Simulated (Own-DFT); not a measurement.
Al$_{3}$GaN$_{4}$ (wurtzite random alloy, strained, atoms displaced) (calculated)

A calculation, not a measurement: plane-wave PBE density functional theory by an unreviewed code, no spin, of a simulated periodic cell, stress positive in tension, free energy of the whole cell less one offset for each atom, forces on such cells passed a denser k mesh, this cell's mesh not checked; offsets are fitted by least squares, one for each functional and potential file, so energies compare only between cells with the same atoms and settings and are not formation energies; the far tail of each file's local potential was reset to the Coulomb form; each entry is a single point on an unrelaxed cell, so the pressure reflects the starting lattice, mostly measured values, from which strain is counted, and rises with the displacements; printed positions are rounded, which can move forces by about a meV/angstrom; the program is a retired in-house code; no spin-orbit coupling. Program: Own-DFT development build.

```json
{"formula": "Al3GaN4", "kind": "wurtzite random alloy, strained, atoms displaced", "structure": {"cell_angstrom": [[9.3233, 0.0, 0.0], [-4.6616, 8.0742, 0.0], [0.0, 0.0, 10.0655]], "atoms_fractional": [["Al", 0.11523, 0.21576, 0.00093], ["Ga", 0.23609, 0.11538, 0.24556], ["N", 0.10833, 0.22681, 0.20012], ["N", 0.22258, 0.1076, 0.44891], ["Ga", 0.11718, 0.22313, 0.49963], ["Al", 0.22707, 0.10366, 0.75], ["N", 0.12042, 0.23282, 0.68518], ["N", 0.2191, 0.11036, 0.93454], ["Al", 0.10606, 0.54974, 0.99721], ["Al", 0.20872, 0.43394, 0.25187], ["N", 0.11817, 0.55809, 0.19717], ["N", 0.2224, 0.44014, 0.43878], ["Al", 0.11272, 0.5496, 0.49508], ["Al", 0.21313, 0.44155, 0.75427], ["N", 0.106, 0.55017, 0.68528], ["N", 0.22087, 0.4409, 0.94831], ["Al", 0.11326, 0.88466, 0.00196], ["Al", 0.23137, 0.77515, 0.25353], ["N", 0.10343, 0.88341, 0.18417], ["N", 0.22174, 0.77837, 0.43798], ["Al", 0.12539, 0.89869, 0.50402], ["Al", 0.22233, 0.77895, 0.74253], ["N", 0.11706, 0.89594, 0.69573], ["N", 0.2144, 0.76726, 0.95006], ["Ga", 0.44388, 0.21949, 0.99977], ["Al", 0.56147, 0.11511, 0.25288], ["N", 0.44482, 0.2316, 0.19218], ["N", 0.54777, 0.09975, 0.44101], ["Al", 0.44713, 0.21872, 0.50471], ["Al", 0.55052, 0.10517, 0.74339], ["N", 0.43678, 0.22764, 0.6931], ["N", 0.56649, 0.11527, 0.93342], ["Al", 0.45869, 0.57337, 0.00191], ["Ga", 0.54859, 0.44006, 0.25377], ["N", 0.44083, 0.55145, 0.19491], ["N", 0.54848, 0.43451, 0.44758], ["Al", 0.44431, 0.54817, 0.48918], ["Al", 0.55619, 0.44273, 0.7472], ["N", 0.43582, 0.55811, 0.69307], ["N", 0.56102, 0.456, 0.93826], ["Ga", 0.45651, 0.90487, 0.99534], ["Al", 0.55013, 0.76759, 0.24674], ["N", 0.43608, 0.87995, 0.18393], ["N", 0.55213, 0.77281, 0.44798], ["Al", 0.44528, 0.89475, 0.50416], ["Ga", 0.55442, 0.7767, 0.73859], ["N", 0.45251, 0.88888, 0.68945], ["N", 0.55575, 0.77161, 0.9427], ["Al", 0.78339, 0.23197, 0.00843], ["Al", 0.8927, 0.11697, 0.24669], ["N", 0.77812, 0.21919, 0.19494], ["N", 0.89617, 0.11072, 0.4429], ["Al", 0.77724, 0.21862, 0.50252], ["Al", 0.89984, 0.11701, 0.75602], ["N", 0.76472, 0.21461, 0.69298], ["N", 0.89345, 0.11537, 0.94749], ["Al", 0.77555, 0.54817, 0.99542], ["Al", 0.89716, 0.46086, 0.2451], ["N", 0.78473, 0.56225, 0.19801], ["N", 0.8871, 0.44352, 0.4374], ["Al", 0.78688, 0.54802, 0.49846], ["Ga", 0.8961, 0.4488, 0.74963], ["N", 0.77454, 0.56811, 0.68014], ["N", 0.8868, 0.44477, 0.94136], ["Ga", 0.77556, 0.88954, 0.0091], ["Ga", 0.89029, 0.76692, 0.23921], ["N", 0.77141, 0.89136, 0.19763], ["N", 0.89008, 0.77738, 0.44029], ["Al", 0.77721, 0.8894, 0.48944], ["Al", 0.90539, 0.78194, 0.75104], ["N", 0.79106, 0.89972, 0.68789], ["N", 0.88818, 0.77486, 0.93592]]}, "settings": {"functional": "PBE", "potential_files": "PseudoDojo norm-conserving, scalar-relativistic, standard set with the stringent files for Ga", "wave_cutoff [hartree]": 96.0, "occupations": "Gaussian", "smearing_width [eV]": 0.01, "k_mesh": "4 x 4 x 3 centred on Gamma"}, "results": {}}
```

**Q.** Give the missing stress xx for Al$_{3}$GaN$_{4}$ (wurtzite random alloy, strained, atoms displaced).
**A.** -9.4 GPa

Further results for Al$_{3}$GaN$_{4}$ (wurtzite random alloy, strained, atoms displaced):

| Quantity | Value |
| --- | --- |
| free energy of cell above offsets | -21.187 eV |
| pressure | 9.86 GPa |
| stress yy | -14.91 GPa |
| stress zz | -5.26 GPa |
| stress yz | 0.22 GPa |
| stress xz | 1.56 GPa |
| stress xy | -0.91 GPa |

Force:
```csv
element,x (eV/Å),y (eV/Å),z (eV/Å)
Al,-1.164,1.325,0.855
Ga,-3.433,-2.222,1.897
N,1.337,-1.771,-2.329
N,1.932,0.741,-1.365
Ga,-0.563,-0.446,0.281
Al,-2.257,2.531,0.279
N,-0.169,-1.559,2.462
N,0.845,-1.165,0.819
Al,1.23,0.248,1.365
Al,1.414,2.107,0.27
N,-1.157,-0.472,-1.173
N,-0.216,1.429,-0.772
Al,-0.44,0.442,0.034
Al,1.778,0.743,0.276
N,1.31,1.804,-0.359
N,0.126,0.27,-0.691
Al,-0.924,-0.071,-0.846
Al,-1.948,0.361,-0.653
N,2.968,1.397,0.227
N,0.66,-0.137,1.151
Al,-2.132,-2.404,-0.655
Al,0.875,-0.832,1.538
N,1.558,-1.302,-1.455
N,0.452,1.224,-2.597
Ga,-0.035,1.186,-0.833
Al,-0.641,-1.314,-0.208
N,3.42,-1.925,-1.284
N,0.445,2.361,-0.335
Al,-0.904,-0.015,0.019
Al,-0.396,1.188,1.038
N,2.518,-1.25,-0.569
N,-0.449,1.659,-0.11
Al,-1.097,-4.205,0.633
Ga,0.94,2.187,0.972
N,-0.941,0.079,-0.885
N,1.624,0.255,-0.419
Al,-0.902,0.888,2.318
Al,-1.172,1.945,0.186
N,0.787,-2.274,-1.18
N,0.072,-1.141,0.038
Ga,-0.271,-3.216,0.431
Al,-0.541,1.355,1.347
N,1.377,2.103,1.525
N,-0.571,0.481,-1.553
Al,0.834,-2.755,-0.675
Ga,3.104,0.094,1.544
N,-3.749,0.801,-0.465
N,-0.768,2.994,-1.23
Al,0.603,-1.472,-0.994
Al,0.049,-1.471,1.747
N,-0.935,1.781,-0.56
N,-2.257,0.236,-1.371
Al,0.661,-0.119,-0.225
Al,-0.756,-0.711,-0.82
N,1.794,0.937,-0.806
N,-0.303,0.809,-0.442
Al,-0.711,1.897,0.673
Al,0.943,-2.07,1.395
N,-0.99,-4.946,-3.262
N,1.712,-1.256,-0.421
Al,-2.832,2.243,-0.046
Ga,-2.689,-1.167,-0.356
N,1.288,-1.139,1.417
N,0.547,-0.222,0.67
Ga,0.676,-0.103,-1.234
Ga,-1.862,4.64,3.354
N,0.436,-0.097,0.221
N,0.981,-0.266,0.217
Al,1.092,-0.442,1.543
Al,-3.468,-0.232,-0.476
N,0.308,-0.366,-0.05
N,0.944,-0.19,0.964
```
